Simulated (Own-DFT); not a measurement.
Simulation results for SiC (2H silicon carbide, atoms displaced)

A calculation, not a measurement: plane-wave PBE density functional theory by an unreviewed code, no spin, of a simulated periodic cell, stress positive in tension, free energy of the whole cell less one offset for each atom, forces on such cells passed a denser k mesh, this cell's mesh not checked; offsets are fitted by least squares, one for each functional and potential file, so energies compare only between cells with the same atoms and settings and are not formation energies; the far tail of each file's local potential was reset to the Coulomb form; each entry is a single point on an unrelaxed cell, so the pressure reflects the starting lattice, mostly measured values (interpolated for alloys), from which strain is counted, and rises with the displacements; printed positions are rounded, which can move forces by about a meV/angstrom; the program, named Own-DFT, is a retired in-house code; no spin-orbit coupling. Program: Own-DFT development build.

Settings shared by all entries: functional PBE; potential files PseudoDojo norm-conserving, scalar-relativistic, standard set; wave cutoff 42 hartree; occupations Fermi-Dirac; smearing width 0.1 eV; hardware one NVIDIA H100; k mesh 5 x 5 x 3 centred on Gamma.

```yaml
- entry: 1
  formula: SiC
  kind: "2H silicon carbide, atoms displaced"
  structure:
    cell_angstrom: [[6.1654, 0.0, 0.0], [-3.0827, 5.3394, 0.0], [0.0, 0.0, 10.0681]]
    atoms_fractional:
      - [Si, 0.01156, 0.01588, 0.99764]
      - [Si, 0.15292, 0.34659, 0.24804]
      - [C, 0.99122, 0.9885, 0.18446]
      - [C, 0.15907, 0.33644, 0.43748]
      - [Si, 0.01349, 0.0103, 0.49972]
      - [Si, 0.17461, 0.33871, 0.74491]
      - [C, 0.99105, 0.99562, 0.69417]
      - [C, 0.18493, 0.33897, 0.94304]
      - [Si, 0.99684, 0.50895, 0.00989]
      - [Si, 0.1825, 0.83524, 0.24159]
      - [C, 0.99346, 0.4844, 0.18519]
      - [C, 0.17327, 0.84335, 0.44426]
      - [Si, 0.01415, 0.51423, 0.51183]
      - [Si, 0.16855, 0.83414, 0.75732]
      - [C, 0.99788, 0.50414, 0.68623]
      - [C, 0.1769, 0.83412, 0.93687]
      - [Si, 0.49294, 0.99571, 0.99747]
      - [Si, 0.68002, 0.33097, 0.26103]
      - [C, 0.5045, 0.0044, 0.1882]
      - [C, 0.66811, 0.34163, 0.43387]
      - [Si, 0.50209, 0.01672, 0.49716]
      - [Si, 0.652, 0.33697, 0.74761]
      - [C, 0.4925, 0.99006, 0.68913]
      - [C, 0.64899, 0.33054, 0.94088]
      - [Si, 0.49666, 0.51513, 0.99638]
      - [Si, 0.65294, 0.83019, 0.25333]
      - [C, 0.50418, 0.50073, 0.18376]
      - [C, 0.68474, 0.85611, 0.4407]
      - [Si, 0.50952, 0.4773, 0.50099]
      - [Si, 0.67204, 0.83129, 0.74582]
      - [C, 0.47749, 0.50242, 0.68009]
      - [C, 0.66905, 0.85613, 0.93195]
  results:
    "free_energy_of_cell_above_offsets [eV]": "-1.342"
    "pressure [GPa]": 6.18
    "stress_xx [GPa]": -6.99
    "stress_yy [GPa]": -2.56
    "stress_zz [GPa]": -8.98
    "stress_yz [GPa]": 0.57
    "stress_xz [GPa]": 1.08
    "stress_xy [GPa]": -1.1
    force_element: [Si, Si, C, C, Si, Si, C, C, Si, Si, C, C, Si, Si, C, C, Si, Si, C, C, Si, Si, C, C, Si, Si, C, C, Si, Si, C, C]
    "force_x [eV/angstrom]": [-0.472, 5.275, 0.224, 1.277, -1.457, -2.94, 2.154, -3.325, 0.092, -2.966, -1.849, 0.317, -0.13, -0.302, -0.625, -2.084, 0.73, -2.726, 0.326, 3.012, 1.753, 1.214, -0.122, 1.237, 2.353, 2.505, -0.816, -0.861, -5.021, -2.293, 3.78, 1.741]
    "force_y [eV/angstrom]": [-1.518, -3.211, 1.041, 0.857, -0.413, -1.535, 1.052, 0.541, -1.589, 0.059, 2.891, -0.661, -0.183, -0.192, -0.441, -0.684, 1.963, 0.541, 0.089, -0.619, -2.05, -0.917, 1.82, 1.402, 0.638, -0.35, -0.09, -1.918, 4.289, 0.562, 0.202, -1.577]
    "force_z [eV/angstrom]": [0.55, 0.728, 0.54, 0.207, 0.326, 2.182, -1.259, -2.044, -3.684, 1.845, 1.178, -1.912, -2.85, -1.79, 2.585, 1.379, 0.624, -3.948, -0.4, 2.04, 1.339, 0.988, -0.664, -0.687, 1.31, -0.306, 1.566, -0.087, -1.041, 0.475, 0.545, 0.267]
    "wall_time [s]": 115.8
- entry: 2
  formula: SiC
  kind: "2H silicon carbide, atoms displaced"
  structure:
    cell_angstrom: [[6.1654, 0.0, 0.0], [-3.0827, 5.3394, 0.0], [0.0, 0.0, 10.0681]]
    atoms_fractional:
      - [Si, 0.98079, 0.98968, 0.00386]
      - [Si, 0.19417, 0.35985, 0.25541]
      - [C, 0.99809, 0.00991, 0.18021]
      - [C, 0.16005, 0.3259, 0.43376]
      - [Si, 0.98084, 0.00109, 0.50242]
      - [Si, 0.15488, 0.31848, 0.75435]
      - [C, 0.99741, 0.98616, 0.69281]
      - [C, 0.1669, 0.33101, 0.92396]
      - [Si, 0.9884, 0.49112, 0.99775]
      - [Si, 0.16512, 0.80717, 0.25254]
      - [C, 0.00448, 0.51186, 0.19835]
      - [C, 0.15481, 0.82268, 0.44011]
      - [Si, 0.98707, 0.49352, 0.49863]
      - [Si, 0.17454, 0.82519, 0.75197]
      - [C, 0.99306, 0.50489, 0.69076]
      - [C, 0.15275, 0.82972, 0.94992]
      - [Si, 0.51164, 0.97719, 0.00461]
      - [Si, 0.68187, 0.34244, 0.25321]
      - [C, 0.47455, 0.99835, 0.18788]
      - [C, 0.67534, 0.3333, 0.43738]
      - [Si, 0.48645, 0.98858, 0.49847]
      - [Si, 0.66854, 0.32294, 0.75573]
      - [C, 0.49818, 0.00045, 0.67558]
      - [C, 0.6695, 0.33978, 0.9401]
      - [Si, 0.50267, 0.51963, 0.99764]
      - [Si, 0.68578, 0.86133, 0.25475]
      - [C, 0.49089, 0.50311, 0.18603]
      - [C, 0.6634, 0.82944, 0.43517]
      - [Si, 0.49689, 0.47764, 0.49696]
      - [Si, 0.66141, 0.8409, 0.76748]
      - [C, 0.49547, 0.50908, 0.68465]
      - [C, 0.65101, 0.81638, 0.92984]
  results:
    "free_energy_of_cell_above_offsets [eV]": "0.358"
    "pressure [GPa]": 7.2
    "stress_xx [GPa]": -2.74
    "stress_yy [GPa]": -5.28
    "stress_zz [GPa]": -13.59
    "stress_yz [GPa]": -0.01
    "stress_xz [GPa]": 1.33
    "stress_xy [GPa]": -2.81
    force_element: [Si, Si, C, C, Si, Si, C, C, Si, Si, C, C, Si, Si, C, C, Si, Si, C, C, Si, Si, C, C, Si, Si, C, C, Si, Si, C, C]
    "force_x [eV/angstrom]": [2.014, -2.726, 0.543, 0.316, 1.983, 0.611, -1.06, -0.799, 1.591, -2.673, 0.832, -0.405, 2.087, -1.574, 1.222, 2.064, -5.329, -2.446, 3.97, -1.52, 0.726, -1.989, 0.556, -0.616, 0.143, -1.228, 3.241, -0.737, -1.476, 0.985, 0.612, 1.085]
    "force_y [eV/angstrom]": [1.777, -3.309, 0.339, 0.415, -0.904, 1.26, 0.708, -0.089, 0.964, 5.444, -4.484, 0.905, 0.86, 0.815, -1.892, -0.192, 2.83, -1.145, 1.154, -1.9, 0.071, 1.544, -0.002, -1.989, -5.596, -1.692, 2.48, -0.614, 2.251, -1.096, -1.219, 2.306]
    "force_z [eV/angstrom]": [-1.486, -1.202, 2.481, 1.579, 0.4, -4.435, -0.023, 5.561, 0.681, 1.191, -3.204, -0.358, 1.7, 0.536, -0.78, -1.934, 0.547, -1.011, 0.414, -0.424, -1.376, -1.691, 4.095, 0.492, 1.036, -1.207, -0.385, 0.755, 1.242, -9.573, 1.322, 5.057]
    "wall_time [s]": 129.0
- entry: 3
  formula: SiC
  kind: "2H silicon carbide, atoms displaced"
  structure:
    cell_angstrom: [[6.1654, 0.0, 0.0], [-3.0827, 5.3394, 0.0], [0.0, 0.0, 10.0681]]
    atoms_fractional:
      - [Si, 0.99499, 0.99403, 0.99797]
      - [Si, 0.18747, 0.33916, 0.25477]
      - [C, 0.99703, 0.00022, 0.18753]
      - [C, 0.16334, 0.32354, 0.44539]
      - [Si, 0.00469, 0.9909, 0.50414]
      - [Si, 0.15966, 0.33704, 0.74665]
      - [C, 0.99601, 0.98541, 0.69453]
      - [C, 0.16256, 0.36294, 0.94214]
      - [Si, 0.99111, 0.52596, 0.00592]
      - [Si, 0.17104, 0.83367, 0.26249]
      - [C, 0.00527, 0.50569, 0.19124]
      - [C, 0.18246, 0.84307, 0.44645]
      - [Si, 0.97397, 0.48279, 0.488]
      - [Si, 0.16863, 0.81562, 0.74739]
      - [C, 0.98837, 0.49609, 0.68463]
      - [C, 0.16437, 0.82129, 0.9269]
      - [Si, 0.47819, 0.98324, 0.00388]
      - [Si, 0.66839, 0.3359, 0.24931]
      - [C, 0.52556, 0.02047, 0.18595]
      - [C, 0.66006, 0.32764, 0.43533]
      - [Si, 0.49191, 0.98631, 0.48798]
      - [Si, 0.66537, 0.32358, 0.75237]
      - [C, 0.49977, 0.99723, 0.69566]
      - [C, 0.67329, 0.34038, 0.93748]
      - [Si, 0.48623, 0.48989, 0.99992]
      - [Si, 0.6757, 0.84416, 0.24978]
      - [C, 0.48491, 0.4759, 0.19549]
      - [C, 0.67217, 0.85345, 0.44407]
      - [Si, 0.51936, 0.50554, 0.49851]
      - [Si, 0.66366, 0.83522, 0.74624]
      - [C, 0.49848, 0.50639, 0.68286]
      - [C, 0.67659, 0.84049, 0.93483]
  results:
    "free_energy_of_cell_above_offsets [eV]": "-1.395"
    "pressure [GPa]": 5.82
    "stress_xx [GPa]": -9.02
    "stress_yy [GPa]": -3.3
    "stress_zz [GPa]": -5.15
    "stress_yz [GPa]": -0.66
    "stress_xz [GPa]": -0.09
    "stress_xy [GPa]": -2.11
    force_element: [Si, Si, C, C, Si, Si, C, C, Si, Si, C, C, Si, Si, C, C, Si, Si, C, C, Si, Si, C, C, Si, Si, C, C, Si, Si, C, C]
    "force_x [eV/angstrom]": [0.179, -4.319, 1.749, 0.404, -1.066, 0.822, 0.382, 0.747, 1.659, -0.256, 0.239, -3.013, 3.653, -1.321, 0.413, -1.15, 2.488, 0.816, -1.795, -0.603, 1.042, -1.359, -0.417, -1.819, 0.627, -0.104, 2.381, 2.8, -3.118, 0.999, 0.636, -1.697]
    "force_y [eV/angstrom]": [1.946, -2.368, -0.061, 1.062, 1.627, -0.515, 1.195, -2.435, -2.929, 0.793, 0.603, -3.212, 1.28, 1.226, -0.864, 2.391, 1.924, 0.569, -2.701, -0.691, 3.028, 1.349, 0.02, -1.363, 1.321, -1.187, 4.005, -2.716, 0.035, -0.83, -1.095, -1.405]
    "force_z [eV/angstrom]": [-0.394, 0.791, 0.477, -1.274, 1.182, 0.496, -0.978, -0.733, -0.17, -2.457, 0.997, -1.782, 2.848, -0.708, -1.182, 2.44, -1.645, -0.096, 0.884, -0.893, 4.377, -0.2, -2.366, 0.958, -0.34, 0.281, -2.072, -2.162, 0.755, 1.039, 0.899, 1.029]
    "wall_time [s]": 129.3
```
